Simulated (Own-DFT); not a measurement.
# What a defect does to the pressure of its cell: B20 RuSi

The numbers are computed, not measured, by runs of the plane-wave DFT program Own-DFT (in-house, retired, unreviewed) at fixed positions, with no spin and no spin-orbit coupling.

Method: PBE; PseudoDojo norm-conserving scalar-relativistic files; cutoff 50 hartree; 5 x 4 x 5 k mesh centred on Gamma; cold (Marzari-Vanderbilt) smearing of 0.2 eV.

Limits (not all hold for every row): not probed for a lower state with spin; forces on such cells failed a check on a denser k mesh; stress not checked against mesh or cutoff.

All runs share one cell, with vectors in Å (4.709, 0.000, 4.709); (0.000, 9.417, 0.000); (-4.709, 0.000, 4.709) and a volume of 417.6 Å³. Atoms were moved at random from their sites; u is the rms move along one axis. The defect's site can differ from row to row.

```
cell,formula,u (Å),P (GPa)
no defect,Ru16Si16,0.0195,4.28
no defect,Ru16Si16,0.0520,6.46
no defect,Ru16Si16,0.0550,7.54
one Si on a Ru site,Ru15Si17,0.0288,5.73
one Si on a Ru site,Ru15Si17,0.0299,?
one Si on a Ru site,Ru15Si17,0.0474,7.20
one Si on a Ru site,Ru15Si17,0.0563,6.94
one Ru vacancy,Ru15Si16,0.0324,2.50
one Ru vacancy,Ru15Si16,0.0483,3.71
one Ru vacancy,Ru15Si16,0.0529,3.41
one Si vacancy,Ru16Si15,0.0314,1.66
one Si vacancy,Ru16Si15,0.0323,2.44
one Si vacancy,Ru16Si15,0.0482,3.81
one Ru on a Si site,Ru17Si15,0.0303,8.36
one Ru on a Si site,Ru17Si15,0.0309,8.32
one Ru on a Si site,Ru17Si15,0.0526,10.02
```

## Analysis

P = P0 + c u² + a shift for each defect gives P0 = 4.25 GPa, c = 906 ± 134 GPa/Å² and a scatter of 0.46 GPa. The shifts, and each times the cell's volume:

- one Ru on a Si site: 3.25 ± 0.38 GPa, 8.5 eV
- one Si on a Ru site: 0.49 ± 0.38 GPa, 1.3 eV (not resolved)
- one Ru vacancy: -2.91 ± 0.38 GPa, -7.6 eV
- one Si vacancy: -2.92 ± 0.39 GPa, -7.6 eV

A positive shift means that the defect pushes the cell outwards. Shift times volume (160.2 GPa Å³ is 1 eV) depends little on the cell's size, so, taken for each site, it can be compared between cells at like pressure. The atoms around the defects weren't relaxed, which would change these numbers.

## Test on the hidden row

Question: what pressure belongs in the blank (one Si on a Ru site, u = 0.0299 Å)?

Estimate: 5.55 ± 0.56 GPa. The run itself gave 5.96 GPa.
